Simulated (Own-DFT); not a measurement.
# Which defects push the lattice out? grey tin

Source: density functional calculations with Own-DFT, an unreviewed in-house program that is no longer used. Nothing was measured or relaxed, and spin and spin-orbit coupling are left out.

Common settings: PBE; PseudoDojo norm-conserving scalar-relativistic files; cutoff 42 hartree; 3 x 3 x 3 k mesh centred on Gamma; cold (Marzari-Vanderbilt) smearing of 0.2 eV.

Caveats (not all hold for every row): not probed for a lower state with spin; forces on such cells moved up to 12 meV/angstrom on a denser k mesh; stress not checked against mesh or cutoff.

All runs share one cell, with vectors in Å (12.978, 0.000, 0.000); (0.000, 12.978, 0.000); (0.000, 0.000, 12.978) and a volume of 2185.9 Å³. u is the rms random offset of the atoms per axis. The defect's site can differ from row to row.

| cell | formula | u (Å) | P (GPa) |
|---|---|---|---|
| no defect | Sn64 | 0.0187 | 3.37 |
| no defect | Sn64 | 0.0214 | 3.39 |
| no defect | Sn64 | 0.0503 | 3.63 |
| two Sn vacancies | Sn62 | 0.0325 | 3.16 |
| two Sn vacancies | Sn62 | 0.0494 | 3.37 |
| two Sn vacancies | Sn62 | 0.0511 | 3.30 |
| one Sn vacancy | Sn63 | 0.0284 | 3.22 |
| one Sn vacancy | Sn63 | 0.0305 | 3.24 |
| one Sn vacancy | Sn63 | 0.0490 | 3.43 |
| one Sn vacancy | Sn63 | 0.0528 | ? |

## Working it out

P = P0 + c u² + a shift for each defect gives P0 = 3.33 GPa, c = 121 ± 12 GPa/Å² and a scatter of 0.03 GPa. The shifts, and each times the cell's volume:

- one Sn vacancy: -0.20 ± 0.02 GPa, -2.8 eV
- two Sn vacancies: -0.30 ± 0.03 GPa, -4.1 eV (-2.1 eV for each of its 2 sites)

A positive shift means that the defect pushes the cell outwards. Shift times volume (160.2 GPa Å³ is 1 eV) depends little on the cell's size, so, taken for each site, it can be compared between cells at like pressure. The atoms around the defects weren't relaxed, which would change these numbers.

## The run left out

Asked: what pressure belongs in the blank (one Sn vacancy, u = 0.0528 Å)?

The fit gives 3.47 ± 0.04 GPa. The hidden result is 3.44 GPa.
